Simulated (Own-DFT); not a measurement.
# Computed records: Hf16O31 (monoclinic hafnia with two neutral oxygen vacancies, atoms displaced)

Computed with Own-DFT development build. A calculation, not a measurement: plane-wave PBE and HSE06 DFT by an unreviewed code, no spin, of a simulated cell at Gamma alone, so results move with cell size and shape, stress positive in tension, energies less offsets, not probed for a lower state with spin; hafnium file: forces about 75 meV/angstrom off all-electron values; oxygen file: force components 24 meV/angstrom off all-electron in a glass; k mesh not checked against a denser one; forces and stress are PBE's, HSE06 gives the energy alone, and its difference from PBE has offsets of its own; offsets are fitted by least squares, one for each functional and potential file, so energies compare only between cells with the same atoms and settings and are not formation energies; the far tail of each file's local potential was reset to the Coulomb form; each entry is a single point on an unrelaxed cell, so the pressure reflects the starting lattice, mostly measured values, from which strain is counted, and rises with the displacements; printed positions are rounded, which can move forces by about a meV/angstrom; the program is a retired in-house code; no spin-orbit coupling.

```cif
# cell vector a (Å): 10.2340 0.0000 0.0000
# cell vector b (Å): 0.0000 10.3500 0.0000
# cell vector c (Å): -1.6955 0.0000 10.4453
data_Hf16O31
_symmetry_space_group_name_H-M 'P 1'
_symmetry_Int_Tables_number 1
_cell_length_a 10.2340
_cell_length_b 10.3500
_cell_length_c 10.5820
_cell_angle_alpha 90.000
_cell_angle_beta 99.220
_cell_angle_gamma 90.000
_cell_volume 1106.39
loop_
_atom_site_label
_atom_site_type_symbol
_atom_site_fract_x
_atom_site_fract_y
_atom_site_fract_z
_atom_site_occupancy
Hf1 Hf 0.13565 0.02052 0.10654 1
Hf2 Hf 0.36600 0.26336 0.15922 1
Hf3 Hf 0.35780 0.48254 0.40445 1
Hf4 Hf 0.13666 0.23255 0.35221 1
O1 O 0.03469 0.16520 0.17090 1
O2 O 0.46085 0.42671 0.06717 1
O3 O 0.47112 0.33547 0.33216 1
O4 O 0.03599 0.08044 0.41730 1
O5 O 0.22573 0.38300 0.23318 1
O6 O 0.27495 0.12490 0.00571 1
O7 O 0.28024 0.12516 0.25820 1
O8 O 0.21648 0.37999 0.49466 1
Hf5 Hf 0.13515 0.02347 0.60438 1
Hf6 Hf 0.36831 0.27817 0.64744 1
Hf7 Hf 0.36559 0.47298 0.89699 1
Hf8 Hf 0.14540 0.22463 0.85267 1
O9 O 0.02780 0.16537 0.67096 1
O10 O 0.46447 0.40737 0.58027 1
O11 O 0.45814 0.33171 0.83282 1
O12 O 0.03564 0.07900 0.92765 1
O13 O 0.22833 0.37111 0.74778 1
O14 O 0.27560 0.12833 0.50554 1
O15 O 0.26651 0.11685 0.76571 1
O16 O 0.22432 0.37154 0.99242 1
Hf9 Hf 0.14450 0.52472 0.10340 1
Hf10 Hf 0.36766 0.76854 0.14473 1
Hf11 Hf 0.35622 0.97698 0.38920 1
Hf12 Hf 0.14486 0.72725 0.35482 1
O17 O 0.03680 0.67139 0.16652 1
O18 O 0.46755 0.91346 0.07049 1
O19 O 0.46547 0.82305 0.33003 1
O20 O 0.03394 0.58546 0.42007 1
O21 O 0.22275 0.88023 0.23740 1
O22 O 0.28024 0.63237 0.00415 1
O23 O 0.26932 0.62866 0.26116 1
O24 O 0.21453 0.87294 0.48800 1
Hf13 Hf 0.13556 0.51711 0.61212 1
Hf14 Hf 0.36961 0.77401 0.65164 1
Hf15 Hf 0.36529 0.97450 0.90321 1
Hf16 Hf 0.13794 0.73949 0.85108 1
O25 O 0.04084 0.66441 0.67090 1
O26 O 0.45879 0.91759 0.57894 1
O27 O 0.46485 0.83597 0.82922 1
O28 O 0.04052 0.58665 0.92281 1
O29 O 0.21722 0.87511 0.73736 1
O30 O 0.28272 0.61978 0.51892 1
O31 O 0.27730 0.61245 0.76080 1
O32 O 0.22206 0.87249 0.98924 1
Hf17 Hf 0.63789 0.01904 0.10491 1
Hf18 Hf 0.86511 0.26384 0.14737 1
Hf19 Hf 0.85475 0.47450 0.38871 1
Hf20 Hf 0.63877 0.23340 0.35133 1
O33 O 0.53797 0.16608 0.16739 1
O34 O 0.95931 0.42337 0.07755 1
O35 O 0.97062 0.34231 0.33546 1
O36 O 0.53342 0.08460 0.41765 1
O37 O 0.72552 0.37601 0.23751 1
O38 O 0.76862 0.12856 0.01236 1
O39 O 0.76560 0.12413 0.25244 1
O40 O 0.72012 0.37226 0.48857 1
Hf21 Hf 0.64123 0.01813 0.59814 1
Hf22 Hf 0.86057 0.27111 0.63875 1
Hf23 Hf 0.86578 0.48223 0.89875 1
Hf24 Hf 0.64098 0.23095 0.85670 1
O41 O 0.53882 0.16268 0.67425 1
O42 O 0.96984 0.41113 0.56531 1
O43 O 0.96109 0.33278 0.82530 1
O44 O 0.53943 0.07727 0.92512 1
O45 O 0.72657 0.37636 0.73746 1
O46 O 0.78048 0.12648 0.51507 1
O47 O 0.77913 0.11155 0.76214 1
O48 O 0.72336 0.37518 0.98699 1
Hf25 Hf 0.63825 0.52066 0.10427 1
Hf26 Hf 0.86287 0.76145 0.14339 1
Hf27 Hf 0.86423 0.98376 0.39280 1
Hf28 Hf 0.63822 0.73558 0.34356 1
O49 O 0.52988 0.66250 0.17629 1
O50 O 0.96086 0.91457 0.07873 1
O51 O 0.96125 0.83343 0.32609 1
O52 O 0.72352 0.88146 0.23714 1
O53 O 0.77930 0.63095 0.01247 1
O54 O 0.77422 0.62478 0.25692 1
O55 O 0.72690 0.86954 0.48820 1
Hf29 Hf 0.63663 0.51743 0.60704 1
Hf30 Hf 0.86086 0.77029 0.64295 1
Hf31 Hf 0.86282 0.98644 0.89611 1
Hf32 Hf 0.63487 0.72458 0.85251 1
O56 O 0.96113 0.90800 0.57719 1
O57 O 0.96358 0.83458 0.82633 1
O58 O 0.53696 0.58700 0.92604 1
O59 O 0.72069 0.88320 0.74062 1
O60 O 0.78206 0.62182 0.51672 1
O61 O 0.76856 0.62300 0.76310 1
O62 O 0.73303 0.86563 0.98602 1
_calc_first_functional 'PBE'
_calc_second_functional 'HSE06'
_calc_exact_exchange_share 0.25
_calc_screening 0.11  # 1/bohr
_calc_exchange_divergence 'Gygi-Baldereschi'
_calc_potential_files 'PseudoDojo norm-conserving, scalar-relativistic, made for PBE, standard set'
_calc_wave_cutoff 48  # hartree
_calc_occupations 'fixed'
_calc_k_mesh '1 x 1 x 1 centred on Gamma'
_calc_PBE_energy_of_cell_above_offsets '-88.561'  # eV
_calc_HSE06_less_PBE_above_offsets '0.609'  # eV
_calc_PBE_pressure 4.54  # GPa
_calc_PBE_stress_xx -4.41  # GPa
_calc_PBE_stress_yy -4.62  # GPa
_calc_PBE_stress_zz -4.58  # GPa
_calc_PBE_stress_yz -0.08  # GPa
_calc_PBE_stress_xz 0.23  # GPa
_calc_PBE_stress_xy 0.97  # GPa
```

Force:
| element | x (eV/Å) | y (eV/Å) | z (eV/Å) |
| --- | --- | --- | --- |
| Hf | -0.226 | -1.261 | -1.539 |
| Hf | 0.08 | 1.676 | -2.894 |
| Hf | 0.143 | 0.535 | -0.532 |
| Hf | 0.22 | 0.414 | 1.095 |
| O | -0.14 | 0.73 | 0.856 |
| O | 0.651 | -1.626 | 3.026 |
| O | -0.826 | 0.437 | -0.39 |
| O | 0.15 | 0.789 | 0 |
| O | -0.018 | -0.632 | 1.701 |
| O | 0.243 | 0.502 | 1.45 |
| O | -0.522 | -0.444 | 0.32 |
| O | 1.129 | -1.694 | -0.936 |
| Hf | 0.115 | -0.869 | 0.163 |
| Hf | -1.809 | -3.18 | 0.634 |
| Hf | -2.101 | 2.23 | -0.373 |
| Hf | -1.833 | 1.081 | 1.06 |
| O | 0.727 | -0.501 | -0.091 |
| O | 1.68 | 2.225 | -0.883 |
| O | 2.542 | -1.907 | -0.874 |
| O | 0.509 | 0.908 | -0.34 |
| O | -0.533 | 0.293 | -1.136 |
| O | -0.147 | 0.565 | 0.239 |
| O | 1.216 | -0.706 | -1.196 |
| O | -0.07 | -0.613 | -0.071 |
| Hf | -0.767 | 0.087 | -1.283 |
| Hf | -1.794 | -0.032 | -0.9 |
| Hf | 0.365 | 0.104 | 1.772 |
| Hf | -3.116 | 0.35 | 0.82 |
| O | 0.491 | -0.412 | 0.378 |
| O | -0.179 | -0.832 | 1.743 |
| O | -0.965 | 1.12 | 0.008 |
| O | 0.213 | 0.152 | -0.079 |
| O | 0.703 | 0.249 | 0.333 |
| O | -0.119 | 0.352 | 1.349 |
| O | 1.738 | -1.25 | 0.022 |
| O | 0.962 | -0.207 | -0.375 |
| Hf | 0.478 | 0.602 | -0.68 |
| Hf | -1.09 | -1.357 | -0.535 |
| Hf | -0.847 | 1.443 | -1.673 |
| Hf | -0.15 | -1.834 | 0.11 |
| O | -1.473 | 0.918 | 0.245 |
| O | 0.656 | 0.375 | -0.773 |
| O | 0.343 | -1.059 | -0.739 |
| O | -0.621 | -0.341 | -0.145 |
| O | 0.937 | 0.481 | -0.159 |
| O | 0.109 | 1.079 | -0.527 |
| O | 0.203 | 0.778 | 0.05 |
| O | 0.3 | 0.14 | 0.575 |
| Hf | 0.817 | -0.427 | -1.076 |
| Hf | -0.38 | 1.708 | -1.065 |
| Hf | 0.838 | 2.506 | 1.658 |
| Hf | -0.275 | -0.997 | 0.737 |
| O | -1.038 | 0.76 | 0.428 |
| O | 0.442 | -0.721 | 0.875 |
| O | 0.449 | -2.041 | -1.742 |
| O | -0.016 | -0.352 | -0.215 |
| O | -0.053 | 0.091 | -0.041 |
| O | 1.066 | 0.66 | -0.044 |
| O | 1.496 | -0.205 | 1.329 |
| O | 0.071 | -0.342 | -0.325 |
| Hf | -0.756 | -0.284 | 1.438 |
| Hf | 0.496 | 0.747 | 1.714 |
| Hf | 0.792 | -0.26 | -0.465 |
| Hf | -0.309 | -0.924 | -0.588 |
| O | -0.413 | 0.593 | 0.088 |
| O | -1.346 | -0.74 | 0.87 |
| O | 0.505 | -0.095 | -0.006 |
| O | -0.231 | 0.75 | -0.64 |
| O | -0.741 | -0.031 | -0.036 |
| O | -0.189 | 0.157 | -1.284 |
| O | -0.541 | 2.109 | -0.691 |
| O | -0.259 | -0.481 | 0.208 |
| Hf | 0.084 | -0.252 | -0.845 |
| Hf | 0.71 | 2.113 | 0.052 |
| Hf | -0.021 | -1.998 | -0.046 |
| Hf | 0.673 | -0.812 | 2.382 |
| O | 0.641 | -0.215 | -0.137 |
| O | 1.051 | 0.897 | 0.43 |
| O | 0.297 | 0.096 | 0.246 |
| O | -0.408 | -0.311 | 0.224 |
| O | -0.595 | -1.295 | -0.467 |
| O | -0.245 | -0.777 | 0.247 |
| O | -0.498 | 0.148 | -0.548 |
| Hf | 1.125 | 1.138 | -0.217 |
| Hf | -0.3 | -0.491 | 0.881 |
| Hf | -0.341 | -2.542 | 0.162 |
| Hf | 1.067 | 1.57 | 0.54 |
| O | 1.319 | 1.864 | -0.639 |
| O | -0.136 | 0.038 | -0.182 |
| O | -0.012 | -0.175 | -0.29 |
| O | 0.11 | -0.742 | -0.922 |
| O | -1.132 | -0.103 | -0.609 |
| O | -0.226 | -0.57 | -0.489 |
| O | -1.148 | 0.379 | 0.279 |
